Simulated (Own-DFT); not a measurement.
# Computed records: SiC (4H silicon carbide, atoms displaced)

All values are calculated (Own-DFT development build). A calculation, not a measurement: plane-wave PBE density functional theory by an unreviewed code, no spin, of a simulated periodic cell, stress positive in tension, free energy of the whole cell less one offset for each atom, forces on such cells passed a denser k mesh, this cell's mesh not checked; offsets are fitted by least squares, one for each functional and potential file, so energies compare only between cells with the same atoms and settings and are not formation energies; the far tail of each file's local potential was reset to the Coulomb form; each entry is a single point on an unrelaxed cell, so the pressure reflects the starting lattice, mostly measured values (interpolated for alloys), from which strain is counted, and rises with the displacements; printed positions are rounded, which can move forces by about a meV/angstrom; the program, named Own-DFT, is a retired in-house code; no spin-orbit coupling.

Common to all runs: functional PBE; potential files PseudoDojo norm-conserving, scalar-relativistic, standard set; wave cutoff 42 hartree; occupations Fermi-Dirac; smearing width 0.1 eV; hardware one NVIDIA H100; k mesh 5 x 5 x 3 centred on Gamma.

```yaml
- entry: 1
  formula: SiC
  kind: "4H silicon carbide, atoms displaced"
  structure:
    cell_angstrom: [[6.1654, 0.0, 0.0], [-3.0827, 5.3394, 0.0], [0.0, 0.0, 10.0681]]
    atoms_fractional:
      - [Si, 0.99119, 0.00036, 0.40692]
      - [Si, 0.16406, 0.33464, 0.15539]
      - [C, 0.00108, 0.99669, 0.09294]
      - [C, 0.16749, 0.32693, 0.34708]
      - [Si, 0.99349, 0.48861, 0.40775]
      - [Si, 0.17013, 0.84388, 0.15626]
      - [C, 0.99419, 0.50601, 0.09439]
      - [C, 0.18251, 0.83491, 0.34423]
      - [Si, 0.49294, 0.99101, 0.40972]
      - [Si, 0.66599, 0.33107, 0.1536]
      - [C, 0.5109, 0.99826, 0.09299]
      - [C, 0.66476, 0.33208, 0.347]
      - [Si, 0.50038, 0.49322, 0.41178]
      - [Si, 0.67365, 0.84214, 0.15814]
      - [C, 0.48289, 0.48446, 0.09522]
      - [C, 0.66244, 0.83206, 0.34114]
      - [Si, 0.00419, 0.99631, 0.90862]
      - [Si, 0.83988, 0.66824, 0.6578]
      - [C, 0.0055, 0.99485, 0.59447]
      - [C, 0.82775, 0.66215, 0.84395]
      - [Si, 0.00397, 0.50047, 0.90689]
      - [Si, 0.82976, 0.17004, 0.65875]
      - [C, 0.00129, 0.49693, 0.59847]
      - [C, 0.84238, 0.18034, 0.84982]
      - [Si, 0.49352, 0.99423, 0.90534]
      - [Si, 0.34681, 0.67916, 0.65854]
      - [C, 0.49311, 0.99683, 0.59311]
      - [C, 0.33342, 0.66824, 0.84305]
      - [Si, 0.49738, 0.50558, 0.90196]
      - [Si, 0.33544, 0.16646, 0.65857]
      - [C, 0.50492, 0.49313, 0.59623]
      - [C, 0.33961, 0.17275, 0.84543]
  results:
    "free_energy_of_cell_above_offsets [eV]": "-4.562"
    "pressure [GPa]": 3.84
    "stress_xx [GPa]": -3.2
    "stress_yy [GPa]": -3.83
    "stress_zz [GPa]": -4.48
    "stress_yz [GPa]": 0.24
    "stress_xz [GPa]": -0.33
    "stress_xy [GPa]": -0.5
    force_element: [Si, Si, C, C, Si, Si, C, C, Si, Si, C, C, Si, Si, C, C, Si, Si, C, C, Si, Si, C, C, Si, Si, C, C, Si, Si, C, C]
    "force_x [eV/angstrom]": [1.675, -0.656, -0.445, -0.529, 0.554, 1.293, 1.066, -2.851, 0.89, -0.674, -1.564, 0.311, -0.381, 0.009, 1.269, 0.442, -0.802, -0.11, -1.352, 0.625, -1.009, 1.162, 0.42, -0.069, 1.122, -0.522, 1.013, -0.139, 0.719, -0.463, -0.617, -0.388]
    "force_y [eV/angstrom]": [-0.799, -0.239, 0.705, 0.42, 1.245, -1.032, 0.106, -1.071, 1.241, 0.112, 0.231, -0.61, 0.496, -2.091, 2.014, -0.342, 0.484, -0.412, 0.686, 0.785, 0.672, -0.557, 0.608, -2.402, 1.496, -2.195, 0.727, 0.301, -0.676, -0.23, 1.198, -0.875]
    "force_z [eV/angstrom]": [-0.043, 0.687, 0.358, -0.366, 0.004, 0.605, -0.077, -0.022, -0.832, 0.694, -0.324, -0.473, -1.108, -0.607, -0.844, 1.468, -0.825, -0.148, 0.166, 0.316, 0.418, 0.266, -0.693, -0.913, 0.606, -0.656, 0.671, 0.107, 1.582, -0.103, 0.258, -0.169]
    "wall_time [s]": 117.8
- entry: 2
  formula: SiC
  kind: "4H silicon carbide, atoms displaced"
  structure:
    cell_angstrom: [[6.1654, 0.0, 0.0], [-3.0827, 5.3394, 0.0], [0.0, 0.0, 10.0681]]
    atoms_fractional:
      - [Si, 0.00655, 0.00448, 0.40397]
      - [Si, 0.16745, 0.33257, 0.15083]
      - [C, 0.00095, 0.00343, 0.09047]
      - [C, 0.17382, 0.33521, 0.34911]
      - [Si, 0.99656, 0.4958, 0.40983]
      - [Si, 0.16793, 0.83146, 0.15183]
      - [C, 0.00364, 0.50266, 0.09556]
      - [C, 0.1711, 0.83901, 0.34669]
      - [Si, 0.49757, 0.0006, 0.40983]
      - [Si, 0.66921, 0.33901, 0.15546]
      - [C, 0.50251, 0.00109, 0.09402]
      - [C, 0.66477, 0.32189, 0.34049]
      - [Si, 0.5014, 0.4971, 0.40154]
      - [Si, 0.67267, 0.83809, 0.15785]
      - [C, 0.49626, 0.49858, 0.0926]
      - [C, 0.66471, 0.82841, 0.3456]
      - [Si, 0.98714, 0.99088, 0.90347]
      - [Si, 0.83441, 0.66549, 0.65353]
      - [C, 0.99746, 0.99848, 0.58832]
      - [C, 0.83771, 0.66818, 0.83892]
      - [Si, 0.0003, 0.50526, 0.90919]
      - [Si, 0.83002, 0.16648, 0.65783]
      - [C, 0.99358, 0.49925, 0.5964]
      - [C, 0.82856, 0.16013, 0.84679]
      - [Si, 0.51082, 0.00712, 0.90726]
      - [Si, 0.33055, 0.67219, 0.65887]
      - [C, 0.50824, 0.01187, 0.59379]
      - [C, 0.33272, 0.66285, 0.84161]
      - [Si, 0.5106, 0.51152, 0.90431]
      - [Si, 0.33307, 0.17446, 0.65635]
      - [C, 0.50621, 0.50388, 0.59245]
      - [C, 0.33769, 0.17146, 0.84313]
  results:
    "free_energy_of_cell_above_offsets [eV]": "-4.936"
    "pressure [GPa]": 3.58
    "stress_xx [GPa]": -3.46
    "stress_yy [GPa]": -2.91
    "stress_zz [GPa]": -4.38
    "stress_yz [GPa]": 0.38
    "stress_xz [GPa]": -0.17
    "stress_xy [GPa]": -0.57
    force_element: [Si, Si, C, C, Si, Si, C, C, Si, Si, C, C, Si, Si, C, C, Si, Si, C, C, Si, Si, C, C, Si, Si, C, C, Si, Si, C, C]
    "force_x [eV/angstrom]": [-0.692, 0.034, 0.231, -1.079, 0.259, 0.013, -0.442, -0.159, 0.792, -0.061, 0.115, -0.084, 0.587, -0.599, 0.796, 0.215, 1.763, -0.627, 0.13, -0.112, 0.743, 0.768, 1.033, 0.511, -1.86, 0.806, -0.982, -0.292, -0.628, 0.235, -1.039, -0.376]
    "force_y [eV/angstrom]": [-0.633, 0.116, -0.78, -0.05, 0.49, 0.982, -0.224, -1.137, -0.551, -0.84, 0.237, 1.241, 0.254, -0.477, 0.921, 0.821, 1.456, 0.649, 0.461, -0.21, -0.657, -0.041, -0.038, 1.374, -1.045, -0.11, -1.034, 0.893, -1.512, -0.367, 0.09, -0.28]
    "force_z [eV/angstrom]": [0.159, 1.442, 0.175, -1.625, -0.741, 1.296, -0.553, -0.761, -0.691, -0.045, -0.212, 0.577, 1.079, 0.089, -0.186, -0.333, 0.093, -0.274, 1.329, 0.829, -0.815, -0.177, -0.2, -0.605, -0.182, -1.253, 0.419, 1.128, -0.095, -0.235, -0.162, 0.529]
    "wall_time [s]": 117.8
- entry: 3
  formula: SiC
  kind: "4H silicon carbide, atoms displaced"
  structure:
    cell_angstrom: [[6.1654, 0.0, 0.0], [-3.0827, 5.3394, 0.0], [0.0, 0.0, 10.0681]]
    atoms_fractional:
      - [Si, 6.0e-05, 0.00034, 0.40083]
      - [Si, 0.16509, 0.33884, 0.16146]
      - [C, 0.99216, 0.00154, 0.09384]
      - [C, 0.17259, 0.32845, 0.3405]
      - [Si, 0.98647, 0.4906, 0.41016]
      - [Si, 0.16821, 0.83925, 0.15922]
      - [C, 0.00298, 0.49777, 0.09415]
      - [C, 0.16561, 0.83393, 0.34907]
      - [Si, 0.49948, 0.99376, 0.40823]
      - [Si, 0.66896, 0.33277, 0.15762]
      - [C, 0.49705, 0.99536, 0.08731]
      - [C, 0.66492, 0.34341, 0.33878]
      - [Si, 0.49685, 0.49781, 0.40595]
      - [Si, 0.66545, 0.83172, 0.15985]
      - [C, 0.48921, 0.49298, 0.09604]
      - [C, 0.66666, 0.8274, 0.34019]
      - [Si, 0.00123, 0.00049, 0.90725]
      - [Si, 0.8357, 0.67021, 0.65649]
      - [C, 0.99785, 0.99049, 0.5955]
      - [C, 0.83365, 0.67848, 0.84317]
      - [Si, 0.00102, 0.50112, 0.90532]
      - [Si, 0.83724, 0.16678, 0.65709]
      - [C, 0.00505, 0.50317, 0.5951]
      - [C, 0.82882, 0.1605, 0.84545]
      - [Si, 0.50177, 0.99601, 0.90752]
      - [Si, 0.33895, 0.66923, 0.6571]
      - [C, 0.5043, 0.99588, 0.59231]
      - [C, 0.33315, 0.65809, 0.85073]
      - [Si, 0.50642, 0.50242, 0.90255]
      - [Si, 0.33823, 0.1674, 0.65289]
      - [C, 0.50964, 0.49565, 0.58939]
      - [C, 0.34099, 0.17573, 0.84061]
  results:
    "free_energy_of_cell_above_offsets [eV]": "-4.674"
    "pressure [GPa]": 3.76
    "stress_xx [GPa]": -2.7
    "stress_yy [GPa]": -2.66
    "stress_zz [GPa]": -5.91
    "stress_yz [GPa]": 0.22
    "stress_xz [GPa]": -0.05
    "stress_xy [GPa]": -0.67
    force_element: [Si, Si, C, C, Si, Si, C, C, Si, Si, C, C, Si, Si, C, C, Si, Si, C, C, Si, Si, C, C, Si, Si, C, C, Si, Si, C, C]
    "force_x [eV/angstrom]": [0.032, 0.44, 0.94, -1.699, 1.146, -0.119, -1.046, 0.556, -0.154, -0.6, 0.003, 0.881, 0.297, -0.469, 1.284, -0.603, 0.173, 0.388, -0.094, 1.242, -0.39, 0.151, -0.06, 0.261, -0.712, 0.36, -0.066, -0.58, -0.338, -0.162, -1.203, 0.141]
    "force_y [eV/angstrom]": [-0.397, -0.855, 0.033, 0.513, 0.893, -0.545, 0.817, -0.669, 0.684, -0.062, 0.522, -1.796, 0.29, -0.55, 0.651, 0.69, 1.064, -0.676, 1.697, -1.127, -0.458, -0.215, -0.53, 0.855, 0.256, -0.782, 0.528, 0.996, -0.484, -0.545, 0.463, -1.263]
    "force_z [eV/angstrom]": [1.326, -1.923, 0.483, 1.841, -0.95, -0.678, 0.133, -0.615, -0.941, -1.57, 2.324, 1.674, -0.432, -1.952, -0.606, 1.406, 0.004, 0.052, -1.162, 0.043, 0.429, 0.198, 0.292, -0.327, -0.949, 0.281, 0.373, -1.781, 1.683, 0.377, 0.648, 0.32]
    "wall_time [s]": 127.9
- entry: 4
  formula: SiC
  kind: "4H silicon carbide, atoms displaced"
  structure:
    cell_angstrom: [[6.1654, 0.0, 0.0], [-3.0827, 5.3394, 0.0], [0.0, 0.0, 10.0681]]
    atoms_fractional:
      - [Si, 0.00647, 0.00684, 0.4076]
      - [Si, 0.16508, 0.33704, 0.15795]
      - [C, 0.99993, 0.9997, 0.095]
      - [C, 0.16091, 0.32406, 0.34428]
      - [Si, 0.0001, 0.49938, 0.40774]
      - [Si, 0.17111, 0.83283, 0.156]
      - [C, 0.00369, 0.50022, 0.09624]
      - [C, 0.16894, 0.82859, 0.34464]
      - [Si, 0.49761, 0.00481, 0.41052]
      - [Si, 0.64817, 0.32796, 0.15366]
      - [C, 0.49771, 0.00706, 0.09505]
      - [C, 0.66247, 0.32942, 0.34721]
      - [Si, 0.50013, 0.49813, 0.40641]
      - [Si, 0.66773, 0.83485, 0.16029]
      - [C, 0.49892, 0.48981, 0.0942]
      - [C, 0.66783, 0.83953, 0.34096]
      - [Si, 0.0054, 0.00478, 0.90742]
      - [Si, 0.82408, 0.66554, 0.65779]
      - [C, 0.99554, 0.00234, 0.59348]
      - [C, 0.84003, 0.66281, 0.84285]
      - [Si, 0.99814, 0.49818, 0.9092]
      - [Si, 0.82874, 0.17056, 0.65392]
      - [C, 0.00223, 0.49629, 0.59306]
      - [C, 0.83317, 0.17395, 0.84348]
      - [Si, 0.49021, 0.9905, 0.90402]
      - [Si, 0.33389, 0.66762, 0.65705]
      - [C, 0.50198, 0.99951, 0.58702]
      - [C, 0.32469, 0.65659, 0.84414]
      - [Si, 0.50497, 0.50103, 0.91057]
      - [Si, 0.33181, 0.15741, 0.65693]
      - [C, 0.50462, 0.50474, 0.59165]
      - [C, 0.3258, 0.15824, 0.84731]
  results:
    "free_energy_of_cell_above_offsets [eV]": "-4.704"
    "pressure [GPa]": 3.89
    "stress_xx [GPa]": -2.87
    "stress_yy [GPa]": -3.11
    "stress_zz [GPa]": -5.7
    "stress_yz [GPa]": 0.62
    "stress_xz [GPa]": -0.5
    "stress_xy [GPa]": 0.14
    force_element: [Si, Si, C, C, Si, Si, C, C, Si, Si, C, C, Si, Si, C, C, Si, Si, C, C, Si, Si, C, C, Si, Si, C, C, Si, Si, C, C]
    "force_x [eV/angstrom]": [-0.355, 0.372, -0.057, 0.302, -0.071, -0.868, -1.127, -0.576, 0.645, 2.954, 0.948, 0.014, -0.339, -0.133, -1.846, 0.157, -1.323, 1.54, 0.519, -1.382, 0.11, 0.872, -0.84, -0.061, 0.759, 0.085, -0.47, 0.95, -0.119, -0.827, -0.726, 0.896]
    "force_y [eV/angstrom]": [-1.782, -1.026, 0.022, 1.683, -0.273, 0.013, -0.079, 0.506, -0.886, 0.353, -1.565, 0.639, 0.674, 0.118, 1.976, -0.53, -0.849, 0.299, -0.311, 0.688, -0.19, -0.179, 0.964, -1.438, 0.694, -0.541, -0.24, 0.639, -0.445, 1.017, -1.043, 1.092]
    "force_z [eV/angstrom]": [-0.402, -0.091, -0.094, 0.054, -0.417, 0.451, -0.284, 0.195, -2.33, 1.64, -0.883, -0.747, -0.437, -1.172, 0.017, 1.623, -0.008, -0.605, 0.38, 0.757, -0.066, 0.598, 0.193, 0.063, 0.68, -0.459, 2.575, 0.246, -1.21, -0.126, 0.73, -0.872]
    "wall_time [s]": 120.0
- entry: 5
  formula: SiC
  kind: "4H silicon carbide, atoms displaced"
  structure:
    cell_angstrom: [[6.1654, 0.0, 0.0], [-3.0827, 5.3394, 0.0], [0.0, 0.0, 10.0681]]
    atoms_fractional:
      - [Si, 0.99802, 0.99942, 0.40267]
      - [Si, 0.17106, 0.33839, 0.1574]
      - [C, 0.00381, 0.00066, 0.0945]
      - [C, 0.15759, 0.32854, 0.3437]
      - [Si, 0.9988, 0.50313, 0.41231]
      - [Si, 0.17728, 0.84197, 0.15148]
      - [C, 0.00727, 0.50749, 0.09642]
      - [C, 0.17474, 0.84077, 0.34269]
      - [Si, 0.49933, 0.01232, 0.40679]
      - [Si, 0.66451, 0.33333, 0.15537]
      - [C, 0.49555, 0.00519, 0.08741]
      - [C, 0.65623, 0.3229, 0.35161]
      - [Si, 0.50458, 0.50878, 0.40836]
      - [Si, 0.66283, 0.82867, 0.15591]
      - [C, 0.49268, 0.50339, 0.09403]
      - [C, 0.66359, 0.8256, 0.34265]
      - [Si, 0.99618, 0.99271, 0.90638]
      - [Si, 0.83502, 0.66459, 0.65648]
      - [C, 0.99181, 0.99991, 0.59915]
      - [C, 0.82682, 0.65854, 0.84406]
      - [Si, 0.00229, 0.49987, 0.90737]
      - [Si, 0.82269, 0.15942, 0.65535]
      - [C, 0.99559, 0.50272, 0.59365]
      - [C, 0.83557, 0.16669, 0.8378]
      - [Si, 0.49736, 0.99468, 0.90547]
      - [Si, 0.32527, 0.66547, 0.65644]
      - [C, 0.4994, 0.99522, 0.59698]
      - [C, 0.34033, 0.67019, 0.84435]
      - [Si, 0.49096, 0.4932, 0.90629]
      - [Si, 0.33057, 0.16998, 0.65793]
      - [C, 0.50307, 0.49661, 0.59497]
      - [C, 0.33517, 0.1727, 0.84349]
  results:
    "free_energy_of_cell_above_offsets [eV]": "-4.713"
    "pressure [GPa]": 3.88
    "stress_xx [GPa]": -2.04
    "stress_yy [GPa]": -5.0
    "stress_zz [GPa]": -4.61
    "stress_yz [GPa]": 0.21
    "stress_xz [GPa]": -0.04
    "stress_xy [GPa]": -0.37
    force_element: [Si, Si, C, C, Si, Si, C, C, Si, Si, C, C, Si, Si, C, C, Si, Si, C, C, Si, Si, C, C, Si, Si, C, C, Si, Si, C, C]
    "force_x [eV/angstrom]": [0.114, -0.888, -0.795, 0.471, 0.187, -1.032, -0.57, -0.652, 0.935, 0.144, 1.642, 0.484, -0.716, 0.084, 1.271, -0.566, -0.123, -0.997, 0.981, 0.363, -0.196, 0.586, 0.644, -0.236, 0.205, 1.226, -1.363, -1.036, 0.725, 0.192, -1.026, -0.058]
    "force_y [eV/angstrom]": [-0.105, -0.732, 0.133, 1.042, -0.092, -0.699, -0.691, -0.759, -2.824, 0.553, 0.037, 2.915, -1.776, 1.041, -0.403, 1.451, 0.565, 0.434, -0.155, 0.265, -0.297, 0.863, -0.693, -0.138, 1.424, -0.249, 0.233, -0.701, 0.813, -0.61, 0.645, -1.489]
    "force_z [eV/angstrom]": [0.894, 0.199, -0.262, 0.627, -1.834, 1.194, -0.464, 0.049, 0.925, 0.519, 1.029, -1.789, 0.025, -0.167, -0.241, 0.092, -0.446, 0.471, -1.491, 0.433, -0.295, 0.059, 0.551, 1.874, -1.04, 0.054, -0.823, -0.115, 0.07, -0.329, -0.125, 0.357]
    "wall_time [s]": 113.6
- entry: 6
  formula: SiC
  kind: "4H silicon carbide, atoms displaced"
  structure:
    cell_angstrom: [[6.1654, 0.0, 0.0], [-3.0827, 5.3394, 0.0], [0.0, 0.0, 10.0681]]
    atoms_fractional:
      - [Si, 0.99762, 0.0029, 0.4062]
      - [Si, 0.17535, 0.33541, 0.15782]
      - [C, 0.99756, 0.99801, 0.09259]
      - [C, 0.16021, 0.32624, 0.34252]
      - [Si, 0.00559, 0.50642, 0.40671]
      - [Si, 0.17689, 0.83715, 0.1536]
      - [C, 0.00158, 0.50081, 0.09031]
      - [C, 0.16311, 0.83363, 0.34563]
      - [Si, 0.50681, 0.00697, 0.4038]
      - [Si, 0.66208, 0.32957, 0.16237]
      - [C, 0.50237, 0.99416, 0.09437]
      - [C, 0.66572, 0.34167, 0.34261]
      - [Si, 0.49504, 0.49642, 0.40508]
      - [Si, 0.66625, 0.83006, 0.15428]
      - [C, 0.4931, 0.49197, 0.09216]
      - [C, 0.66622, 0.83253, 0.34204]
      - [Si, 0.99748, 0.00094, 0.9037]
      - [Si, 0.83459, 0.67339, 0.66144]
      - [C, 0.01142, 0.99886, 0.59362]
      - [C, 0.83772, 0.67034, 0.84299]
      - [Si, 0.99831, 0.4956, 0.90615]
      - [Si, 0.8371, 0.17912, 0.65386]
      - [C, 0.00299, 0.50596, 0.59843]
      - [C, 0.82193, 0.15822, 0.84774]
      - [Si, 0.49859, 0.00288, 0.90263]
      - [Si, 0.33258, 0.6647, 0.65772]
      - [C, 0.4929, 0.99963, 0.59314]
      - [C, 0.34048, 0.66974, 0.84748]
      - [Si, 0.49823, 0.48719, 0.91446]
      - [Si, 0.33206, 0.18017, 0.65693]
      - [C, 0.49392, 0.4989, 0.60038]
      - [C, 0.33157, 0.15822, 0.84342]
  results:
    "free_energy_of_cell_above_offsets [eV]": "-4.629"
    "pressure [GPa]": 3.77
    "stress_xx [GPa]": -2.91
    "stress_yy [GPa]": -3.57
    "stress_zz [GPa]": -4.82
    "stress_yz [GPa]": 0.61
    "stress_xz [GPa]": 0.25
    "stress_xy [GPa]": -0.16
    force_element: [Si, Si, C, C, Si, Si, C, C, Si, Si, C, C, Si, Si, C, C, Si, Si, C, C, Si, Si, C, C, Si, Si, C, C, Si, Si, C, C]
    "force_x [eV/angstrom]": [0.574, -1.978, 0.672, 0.107, -0.448, -1.338, -0.101, 0.72, -0.878, 1.001, -0.291, 0.825, -0.29, 0.407, 1.132, -0.238, 0.157, 0.025, -2.244, -0.384, 0.292, -0.067, -0.388, 1.045, 0.253, -0.197, 0.812, -0.228, -0.303, 1.487, 0.817, -0.952]
    "force_y [eV/angstrom]": [-1.0, -0.887, 0.273, 1.115, -0.225, -0.867, -0.29, 0.577, -0.707, 0.288, 1.03, -0.462, 0.644, 0.032, 0.512, -0.115, -0.337, -0.456, 0.666, -0.871, 0.55, -1.957, 0.016, 1.367, -1.262, 1.147, 0.788, -1.151, 1.2, -1.911, 1.222, 1.071]
    "force_z [eV/angstrom]": [0.125, -0.877, 0.037, 0.573, 0.178, 0.387, 1.317, -0.667, 0.625, -2.025, -0.332, 1.22, 0.913, 0.034, 1.612, 0.399, 0.722, -0.897, -0.075, 1.219, -0.225, 0.63, -1.069, -1.34, 1.119, 0.665, -0.083, -0.197, -2.599, 0.218, -1.786, 0.177]
    "wall_time [s]": 120.4
```
